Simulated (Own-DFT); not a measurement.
# One host, several defects: zincblende InP

Calculated, not measured: single-point runs of Own-DFT, a retired in-house plane-wave DFT program that no person has reviewed, on unrelaxed cells, without spin or spin-orbit coupling.

Method: PBE; PseudoDojo norm-conserving scalar-relativistic files; cutoff 36 hartree; 2 x 3 x 3 k mesh centred on Gamma; Fermi-Dirac smearing of 0.1 eV.

Limits (not all hold for every row): not probed for a lower state with spin; forces on such cells failed a check on a denser k mesh; forces not confirmed at this smearing and k mesh; stress not checked against mesh or cutoff.

All runs share one cell, with vectors in Å (17.606, 0.000, 0.000); (0.000, 11.737, 0.000); (0.000, 0.000, 11.737) and a volume of 2425.5 Å³. The atoms are randomly displaced, by u rms on each axis. The defect's site can differ from row to row.

```
                                      cell  formula   u (Å)  P (GPa)
                                 no defect  In48P48  0.0204     3.20
                                 no defect  In48P48  0.0210     3.21
                                 no defect  In48P48  0.0528     3.56
                  two P on an In site each  In46P50  0.0300     2.99
                  two P on an In site each  In46P50  0.0325     3.02
                  two P on an In site each  In46P50  0.0513        ?
                  two P on an In site each  In46P50  0.0516     3.33
one In on a P site and one P on an In site  In48P48  0.0287     3.50
one In on a P site and one P on an In site  In48P48  0.0303     3.55
one In on a P site and one P on an In site  In48P48  0.0547     3.98
```

## Analysis

P = P0 + c u² + a shift for each defect gives P0 = 3.11 GPa, c = 183 ± 14 GPa/Å² and a scatter of 0.04 GPa. The shifts, and each times the cell's volume:

- one In on a P site and one P on an In site: 0.29 ± 0.03 GPa, 4.3 eV
- two P on an In site each: -0.28 ± 0.03 GPa, -4.2 eV (-2.1 eV for each of its 2 sites)

Positive is outwards. The product with the volume (160.2 GPa Å³ to the eV) is nearly free of the cell's size; divided by the bulk modulus at the cell's pressure it gives the volume that the defect adds. The atoms around the defects weren't relaxed, which would change these numbers.

## Prediction

Q: what pressure belongs in the blank (two P on an In site each, u = 0.0513 Å)?

The fitted form gives 3.31 ± 0.05 GPa. Computed: 3.27 GPa.
